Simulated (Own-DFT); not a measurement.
# Biaxial strain at fixed height in grey tin, 32 atoms (Sn32)

Source: density functional calculations with Own-DFT, an unreviewed in-house program that is no longer used. Nothing was measured or relaxed, and spin and spin-orbit coupling are left out.

All runs used: PBE; PseudoDojo norm-conserving scalar-relativistic files; cutoff 42 hartree; 3 x 3 x 5 k mesh centred on Gamma; cold (Marzari-Vanderbilt) smearing of 0.2 eV.

Known weak points: forces on such cells failed a check on a denser k mesh; stress not checked against mesh or cutoff.

Unstrained cell vectors in Å: (12.978, 0.000, 0.000); (0.000, 12.978, 0.000); (0.000, 0.000, 6.489). The unstrained cell has measured lattice constants (interpolated for alloys), not those of this functional. That, the random moves and any unrelaxed bonds set the pressure at no strain. Each run strains x and y alike by e, as a substrate would, and holds the height along z. Random moves of width 0.05 Å per axis were added to every atom. Stress is positive in tension.

```
e (%)  u (Å)  (s_xx + s_yy)/2 (GPa)  s_zz (GPa)
-2.50  0.040                  -6.76       -5.89
-1.50  0.048                  -5.37       -4.94
-1.00  0.050                  -4.94       -4.55
 0.25  0.051                  -3.34       -3.46
 0.75  0.048                  -2.75       -3.02
 1.25  0.047                  -2.18       -2.59
 1.75  0.053                  -1.79       -2.28
 2.25  0.049                      ?           ?
 2.50  0.047                  -1.02       -1.72
 3.00  0.043                  -0.53       -1.35
```

## What the rows give

With e as a fraction, the in-plane stress is -3.6 + 115 e - 411 e² GPa (errors 1 and 86, scatter 0.07), and s_zz is -3.6 + 84 e - 242 e² GPa (slope ± 1, scatter 0.03). At e = 0 the first slope is C11 + C12 and the second 2 C12, both with the ions held to the strained lattice and at the cell's own pressure. The term in e² is negative: the layer stiffens under compression and softens under tension. A free layer would change its height as e changes, and the in-plane slope would drop by 2 C12²/C11 to the biaxial modulus. At fixed height, a misfit of 1 % moves the in-plane stress by about 1.2 GPa and s_zz by 0.8 GPa.

## Withheld run

Q: what are the two stresses at e = 2.25 %?

The fitted form gives -1.2 and -1.9 GPa. The hidden result is -1.33 and -1.91 GPa.
